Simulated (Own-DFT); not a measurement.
AlN (wurtzite, strained, atoms displaced) (calculated)

A calculation, not a measurement: plane-wave PBE density functional theory by an unreviewed code, no spin, of a simulated periodic cell, stress positive in tension, free energy of the whole cell less one offset for each atom, forces on such cells moved up to 12 meV/angstrom on a denser k mesh; offsets are fitted by least squares, one for each functional and potential file, so energies compare only between cells with the same atoms and settings and are not formation energies; the far tail of each file's local potential was reset to the Coulomb form; each entry is a single point on an unrelaxed cell, so the pressure reflects the starting lattice, mostly measured values (interpolated for alloys), from which strain is counted, and rises with the displacements; printed positions are rounded, which can move forces by about a meV/angstrom; the program, named Own-DFT, is a retired in-house code; no spin-orbit coupling; before rounding, a Quantum ESPRESSO 7.3.1 run of the same cell and cutoff gave forces within 1 meV/angstrom rms on each cell, which checks the program and not the settings. Program: Own-DFT development build.

Common to all runs: functional PBE; potential files PseudoDojo norm-conserving, scalar-relativistic, standard set; wave cutoff 42 hartree; occupations Fermi-Dirac; smearing width 0.1 eV; k mesh 3 x 3 x 2 centred on Gamma.

(1) AlN (wurtzite, strained, atoms displaced)

```
AlN
1.0
      9.5118    -0.0473    -0.0379
     -4.7968     8.2047    -0.1350
     -0.0404    -0.1897     9.9294
Al N Al N Al N Al N Al N Al N Al N Al N Al N Al N Al N Al N Al N Al N Al N Al N Al N Al N
2 2 2 2 2 2 2 2 2 2 2 2 2 2 2 2 2 2 2 2 2 2 2 2 2 2 2 2 2 2 2 2 2 2 2 2
Direct
  0.10511 0.21551 0.00493
  0.21944 0.11124 0.25958
  0.12183 0.22107 0.20275
  0.22508 0.11395 0.44176
  0.11512 0.21797 0.50611
  0.20695 0.10821 0.74806
  0.11384 0.23418 0.68385
  0.22522 0.11804 0.93958
  0.10822 0.55569 0.99280
  0.21306 0.43944 0.24419
  0.11390 0.56211 0.20392
  0.21879 0.44898 0.43923
  0.11567 0.56001 0.49678
  0.22486 0.44505 0.74628
  0.10592 0.55291 0.69195
  0.21807 0.44308 0.93480
  0.11799 0.87916 0.99654
  0.22028 0.78216 0.25113
  0.11297 0.88706 0.19601
  0.21777 0.77230 0.43956
  0.11948 0.89585 0.49057
  0.21962 0.77614 0.75331
  0.12078 0.90279 0.69003
  0.22008 0.77802 0.93590
  0.43706 0.21419 0.99579
  0.55076 0.11403 0.24214
  0.44879 0.22841 0.18915
  0.55523 0.11062 0.44322
  0.44557 0.22879 0.50696
  0.55030 0.11128 0.74953
  0.44443 0.22767 0.68149
  0.54818 0.10337 0.94017
  0.44711 0.56207 0.00793
  0.54822 0.44393 0.24994
  0.44704 0.55911 0.18918
  0.55689 0.44284 0.44176
  0.43078 0.54286 0.49813
  0.55820 0.44631 0.74656
  0.44020 0.54436 0.69612
  0.56532 0.44526 0.94245
  0.44085 0.88570 0.00451
  0.54950 0.76397 0.25491
  0.44721 0.89653 0.17963
  0.55441 0.77754 0.43904
  0.43856 0.88964 0.49961
  0.54804 0.78321 0.73931
  0.44293 0.88499 0.69103
  0.55066 0.77591 0.93702
  0.77360 0.22636 0.00309
  0.89630 0.10883 0.24522
  0.77049 0.20990 0.20141
  0.89194 0.11168 0.43910
  0.77221 0.21851 0.49903
  0.89287 0.11211 0.75843
  0.77841 0.22207 0.69207
  0.88974 0.10495 0.94452
  0.78602 0.55532 0.99942
  0.88797 0.44074 0.25279
  0.78563 0.56201 0.18744
  0.89610 0.43911 0.44027
  0.78431 0.55110 0.50528
  0.89319 0.44178 0.74405
  0.77791 0.55568 0.69630
  0.88337 0.43725 0.93379
  0.78262 0.88155 0.99759
  0.88215 0.77806 0.25753
  0.78214 0.89599 0.19238
  0.88216 0.76876 0.44277
  0.77627 0.88234 0.50762
  0.88274 0.77818 0.74650
  0.77509 0.88168 0.69610
  0.89031 0.77902 0.94932
```

| Quantity | Value |
| --- | --- |
| free energy of cell above offsets | -29.953 eV |
| pressure | 0.18 GPa |
| stress xx | 4.05 GPa |
| stress yy | 0.72 GPa |
| stress zz | -5.3 GPa |
| stress yz | -5.29 GPa |
| stress xz | -1.08 GPa |
| stress xy | -0.35 GPa |

Force:
```tsv
element	x (eV/Å)	y (eV/Å)	z (eV/Å)
Al	1.166	1.037	-0.251
Al	1.823	-0.307	-1.835
N	-1.701	0.085	-2.004
N	0.093	-0.039	0.878
Al	-1.857	0.741	-2.609
Al	1.43	2.552	0.427
N	-0.016	-2.371	2.332
N	-0.994	-1.58	-0.084
Al	0.423	-0.509	0.762
Al	0.602	1.402	1.126
N	-0.04	-1.345	-2.413
N	0.678	-1.266	-0.129
Al	-0.312	-0.868	0.475
Al	-0.578	0.84	0.557
N	1.127	0.894	-0.409
N	0.095	-0.195	1.905
Al	-2.744	2.034	1.209
Al	1.102	0.202	-0.369
N	-0.743	0.585	-0.26
N	0.015	1.381	0.398
Al	-0.75	-1.106	1.149
Al	-0.132	0.466	-1.819
N	-0.503	-2.922	-0.613
N	1.027	-1.055	0.907
Al	0.927	1.924	0.351
Al	0.41	-0.291	1.373
N	-0.913	-1.07	0.119
N	-1.258	-0.256	-0.471
Al	0.999	-0.582	-2.899
Al	0.288	0.45	-0.422
N	-0.028	-1.057	3.5
N	0.061	0.529	0.046
Al	0.571	-0.804	-3.06
Al	1.679	0.518	-0.332
N	-0.716	-1.888	0.994
N	-0.423	0.406	0.009
Al	1.393	1.396	0.533
Al	-0.112	-0.208	1.348
N	-0.357	1.668	-1.53
N	-1.305	-0.348	-0.074
Al	0.998	0.102	-2.726
Al	-0.143	3.674	-0.841
N	-0.389	-1.689	3.616
N	-0.367	-0.636	1.588
Al	0.96	0.164	-0.456
Al	1.97	-1.941	1.856
N	-1.695	0.764	-0.566
N	0.371	0.276	0.26
Al	0.427	-1.34	0.013
Al	-1.24	0.539	1.59
N	0.792	1.762	-1.788
N	0.236	-0.761	0.852
Al	1.551	-0.144	-0.28
Al	-0.796	0.319	-1.551
N	-0.064	-1.106	0.177
N	-0.821	0.458	0.512
Al	-1.074	0.025	-0.161
Al	-0.477	0.373	-0.332
N	-0.341	-1.204	1.187
N	-1.538	0.316	0.912
Al	-0.506	-0.089	-0.822
Al	-1.234	-0.008	0.341
N	0.826	-0.091	-0.713
N	0.747	0.632	1.06
Al	-2.156	0.49	0.733
Al	0.717	0.105	-1.537
N	-0.018	-2.325	-0.34
N	0.65	0.832	1.011
Al	-0.317	1.011	-1.544
Al	1.685	-0.199	1.076
N	-0.83	1.197	-0.195
N	1.646	-0.548	-1.747
```

(2) AlN (wurtzite, strained, atoms displaced)

```
AlN
1.0
      9.2858     0.1764    -0.1595
     -4.4901     7.9888     0.1792
     -0.1702     0.1226    10.1586
Al N Al N Al N Al N Al N Al N Al N Al N Al N Al N Al N Al N Al N Al N Al N Al N Al N Al N
2 2 2 2 2 2 2 2 2 2 2 2 2 2 2 2 2 2 2 2 2 2 2 2 2 2 2 2 2 2 2 2 2 2 2 2
Direct
  0.10688 0.22303 0.99906
  0.22996 0.10721 0.24943
  0.11423 0.22867 0.18865
  0.22360 0.11356 0.44036
  0.10633 0.22271 0.51118
  0.22806 0.11877 0.75086
  0.11151 0.21427 0.68582
  0.22642 0.10778 0.94320
  0.11090 0.55878 0.00075
  0.23163 0.45504 0.24986
  0.11884 0.55741 0.19306
  0.22600 0.44496 0.44353
  0.10685 0.55273 0.49769
  0.21999 0.44097 0.74061
  0.11695 0.55947 0.69214
  0.22810 0.44134 0.93949
  0.11608 0.89118 0.99949
  0.21800 0.77703 0.25558
  0.11491 0.89919 0.19133
  0.22423 0.78958 0.44312
  0.10972 0.89497 0.50798
  0.21670 0.75905 0.74888
  0.10979 0.88197 0.68869
  0.22089 0.78850 0.93663
  0.43656 0.21767 0.99806
  0.55691 0.10499 0.24451
  0.43356 0.21831 0.19068
  0.55984 0.12088 0.43901
  0.44623 0.22963 0.50607
  0.55902 0.11644 0.75188
  0.44106 0.21369 0.68553
  0.56284 0.11540 0.94808
  0.44638 0.56122 0.99340
  0.56511 0.45474 0.25867
  0.44606 0.55828 0.19289
  0.55587 0.43917 0.44465
  0.42911 0.55561 0.49110
  0.54360 0.43029 0.74984
  0.44477 0.55045 0.68993
  0.56354 0.44514 0.94063
  0.44490 0.88634 0.99929
  0.55723 0.77917 0.24578
  0.45008 0.88398 0.19683
  0.56187 0.78199 0.44523
  0.43969 0.87485 0.49954
  0.55033 0.77234 0.75333
  0.43983 0.88793 0.69682
  0.55510 0.77819 0.95112
  0.78269 0.22410 0.00114
  0.89938 0.11007 0.25362
  0.77623 0.22895 0.19913
  0.88045 0.10478 0.44573
  0.77502 0.21126 0.50295
  0.89395 0.11437 0.74321
  0.78540 0.22985 0.69266
  0.88063 0.11318 0.94408
  0.77397 0.55437 0.01216
  0.89116 0.43820 0.25379
  0.78218 0.54523 0.18699
  0.88894 0.43815 0.43726
  0.77383 0.54542 0.50127
  0.88546 0.44845 0.74812
  0.77239 0.55197 0.69461
  0.88499 0.43726 0.94489
  0.78325 0.89718 0.00995
  0.88667 0.77463 0.25298
  0.78053 0.87287 0.18771
  0.89044 0.78702 0.43938
  0.77584 0.89036 0.50518
  0.88363 0.77426 0.74947
  0.78773 0.89491 0.68450
  0.88392 0.76965 0.94148
```

| Property | Result |
| --- | --- |
| free energy of cell above offsets | -28.714 eV |
| pressure | 3.73 GPa |
| stress xx | -7.57 GPa |
| stress yy | -5.57 GPa |
| stress zz | 1.96 GPa |
| stress yz | 2.84 GPa |
| stress xz | -4.83 GPa |
| stress xy | 6.26 GPa |

Force:
```tsv
element	x (eV/Å)	y (eV/Å)	z (eV/Å)
Al	0.597	-0.276	0.714
Al	-1.768	1.274	1.27
N	-0.109	-0.266	0.299
N	-0.521	0.603	0.572
Al	0.877	-0.978	-3.521
Al	1.277	-3.041	0.572
N	-1.426	1.691	1.698
N	-1.88	0.77	-1.55
Al	0.038	-0.353	-0.077
Al	0.89	-2.165	0.127
N	-1.967	0.771	-0.41
N	-2.54	-1.033	-0.711
Al	-0.224	1.051	0.166
Al	1.244	-0.153	1.675
N	-1.398	-2.922	-1.714
N	-1.142	0.68	-0.919
Al	-1.938	-0.576	0.639
Al	0.731	0.607	-0.318
N	-0.218	-2.258	-0.683
N	0.277	-2.104	-0.313
Al	0.032	-0.027	-0.971
Al	-0.517	4.429	1.012
N	-0.721	0.588	1.211
N	2.156	-2.056	0.199
Al	1.493	1.319	1.585
Al	-0.944	1.262	1.291
N	2.129	1.315	-0.656
N	0.039	-1.643	0.445
Al	0.189	-2.41	-1.882
Al	1.217	-1.378	0.684
N	-0.871	1.135	1.365
N	-0.689	-0.694	-1.042
Al	0.908	-1.848	1.303
Al	0.145	-2.176	-1.095
N	0.301	0.262	-0.293
N	-0.878	2.053	-0.485
Al	4.228	1.143	1.778
Al	1.678	1.282	0.74
N	-1.544	0.453	-0.597
N	-1.567	-0.567	-0.359
Al	-1.07	0.876	0.571
Al	2.253	-0.941	1.253
N	-2.848	0.853	-1.492
N	-0.386	-1.328	-1.189
Al	-0.84	3.072	0.761
Al	1.075	0.601	0.099
N	0.534	-0.13	-0.694
N	0.932	0.703	-1.768
Al	-1.668	0.224	1.562
Al	-0.915	0.044	-0.001
N	1.583	-2.205	-1.497
N	1.888	1.017	-0.824
Al	-1.666	1.144	-0.311
Al	-0.169	-0.961	1.566
N	-0.89	-0.479	-0.618
N	2.65	-0.553	-1.361
Al	0.815	-0.387	-2.587
Al	0.766	0.556	-0.179
N	-1.598	1.583	2.526
N	0.175	0.484	1.161
Al	-0.062	1.52	0.348
Al	1.515	-0.502	1.648
N	-1.088	0.208	-1.377
N	0.59	2.065	-0.83
Al	0.331	-1.569	-1.888
Al	2.954	-0.931	0.629
N	-3.096	2.692	0.723
N	0.497	-1.711	0.239
Al	0.657	-0.9	-0.696
Al	1.414	-0.126	0.817
N	-2.003	-0.241	1.594
N	0.087	1.56	0.069
```

(3) AlN (wurtzite, strained, atoms displaced)

```
AlN
1.0
      9.3877    -0.0805    -0.0901
     -4.7636     8.0389     0.2030
     -0.0961     0.1947    10.0204
Al N Al N Al N Al N Al N Al N Al N Al N Al N Al N Al N Al N Al N Al N Al N Al N Al N Al N
2 2 2 2 2 2 2 2 2 2 2 2 2 2 2 2 2 2 2 2 2 2 2 2 2 2 2 2 2 2 2 2 2 2 2 2
Direct
  0.11581 0.22004 0.99194
  0.20368 0.10514 0.24245
  0.10624 0.21956 0.18647
  0.23238 0.11336 0.43818
  0.11508 0.23044 0.50069
  0.23281 0.12691 0.75199
  0.11373 0.22385 0.68533
  0.22639 0.11443 0.94098
  0.12326 0.55828 0.00044
  0.21581 0.44142 0.25328
  0.11359 0.55994 0.19221
  0.21753 0.44116 0.44278
  0.11009 0.54631 0.50401
  0.21606 0.44145 0.74724
  0.11723 0.55743 0.69326
  0.22373 0.43828 0.93678
  0.11523 0.88533 0.00412
  0.21961 0.78242 0.25446
  0.11697 0.89643 0.19449
  0.22571 0.78423 0.44249
  0.11329 0.88803 0.50453
  0.22489 0.78285 0.75663
  0.10398 0.88541 0.69681
  0.22141 0.78592 0.93467
  0.44323 0.22437 0.00062
  0.54674 0.11458 0.25058
  0.44576 0.21471 0.19934
  0.55972 0.10992 0.43882
  0.43907 0.22160 0.50023
  0.56604 0.11656 0.75188
  0.44397 0.21955 0.69112
  0.54892 0.10867 0.94551
  0.45232 0.56425 0.00064
  0.56595 0.45947 0.25548
  0.44569 0.56616 0.19338
  0.54981 0.43910 0.44076
  0.44815 0.55898 0.50595
  0.55710 0.44358 0.75017
  0.43881 0.55352 0.69242
  0.55071 0.44462 0.93919
  0.44254 0.88835 0.01114
  0.55967 0.77717 0.24983
  0.43829 0.88957 0.18859
  0.55183 0.77934 0.43462
  0.45019 0.89963 0.49319
  0.55722 0.78175 0.75172
  0.44691 0.89499 0.69215
  0.54535 0.76975 0.94257
  0.78871 0.22805 0.99735
  0.88459 0.10917 0.24811
  0.77677 0.22605 0.18755
  0.88930 0.10411 0.43462
  0.77922 0.21825 0.50762
  0.88850 0.11232 0.75237
  0.77646 0.22248 0.68606
  0.89117 0.11615 0.94816
  0.78665 0.55669 0.00040
  0.88319 0.44576 0.24994
  0.78228 0.56048 0.18810
  0.88845 0.44060 0.44737
  0.77632 0.55785 0.49964
  0.89145 0.44811 0.74868
  0.78060 0.56316 0.68938
  0.88559 0.44641 0.93867
  0.78364 0.89192 0.00334
  0.88131 0.76901 0.25919
  0.77750 0.89711 0.18943
  0.89340 0.77410 0.44312
  0.77567 0.88567 0.49823
  0.88613 0.77583 0.76245
  0.79009 0.89887 0.69789
  0.89469 0.78730 0.94545
```

| Quantity | Value |
| --- | --- |
| free energy of cell above offsets | -30.586 eV |
| pressure | 5.37 GPa |
| stress xx | -1.82 GPa |
| stress yy | -9.94 GPa |
| stress zz | -4.34 GPa |
| stress yz | 5.15 GPa |
| stress xz | -2.29 GPa |
| stress xy | -1.58 GPa |

Force:
```tsv
element	x (eV/Å)	y (eV/Å)	z (eV/Å)
Al	-0.299	-0.077	1.438
Al	2.698	1.885	1.919
N	-0.462	0.977	-0.22
N	-2.868	-0.558	-0.158
Al	0.699	-3.167	-0.553
Al	-0.545	-2.591	-0.151
N	-0.749	0.08	1.107
N	-0.481	-0.456	-0.041
Al	-0.849	-0.341	-0.216
Al	0.57	0.25	-0.459
N	-0.536	-0.229	-0.276
N	0.64	1.773	-0.56
Al	-0.499	1.848	-0.27
Al	0.991	0.288	0.636
N	-1.123	0.124	-0.121
N	-0.494	1.601	0.356
Al	-0.569	1.04	-0.107
Al	0.804	-0.341	0.201
N	-1.267	-2.465	-0.93
N	-0.11	-1.15	0.181
Al	0.305	0.486	0.53
Al	-0.061	0.198	-2.124
N	0.737	0.954	-0.346
N	1.053	-1.17	2.292
Al	1.048	-0.371	1.195
Al	3.376	-1.408	0.285
N	-3.854	3.009	-1.933
N	-0.458	2.336	0.145
Al	1.923	-0.748	0.109
Al	-1.916	-1.18	0.767
N	0.923	1.065	-0.291
N	1.247	1.085	-0.878
Al	-0.276	-3.178	0.611
Al	-1.244	-2.45	-1.074
N	0.649	-1.954	-0.428
N	0.273	2.198	0.433
Al	-0.591	-0.574	-0.764
Al	-0.446	0.191	0.005
N	1.046	0.589	-0.176
N	1.098	1.087	0.41
Al	0.13	0.023	-2.15
Al	-1.797	1.365	-0.189
N	0.828	-0.118	1.861
N	0.811	0.034	1.239
Al	-0.156	-2.33	1.549
Al	-0.286	-0.148	-0.057
N	0.572	-0.251	-0.567
N	0.674	3.53	-0.508
Al	-1.961	-0.979	1.196
Al	-0.488	1.285	-0.031
N	0.072	-0.084	0.336
N	-0.287	1.28	1.134
Al	-0.068	-0.566	-2.56
Al	0.512	0.626	0.247
N	1.229	0.734	1.913
N	0.27	-0.316	-1.825
Al	-1.649	-0.06	-0.306
Al	1.532	-0.796	0.608
N	-0.459	-0.093	0.425
N	-0.659	0.744	-0.84
Al	0.751	-1.59	0.888
Al	-0.138	0.286	-0.251
N	-0.088	-0.901	0.412
N	1.393	0.792	-0.368
Al	-1.033	-0.561	-0.252
Al	0.608	2.244	-1.405
N	1.15	-1.845	0.311
N	-1.398	0.897	-0.326
Al	0.517	-0.034	0.774
Al	0.497	0.84	-1.45
N	-1.323	-1.686	-0.976
N	-0.138	-0.979	0.625
```
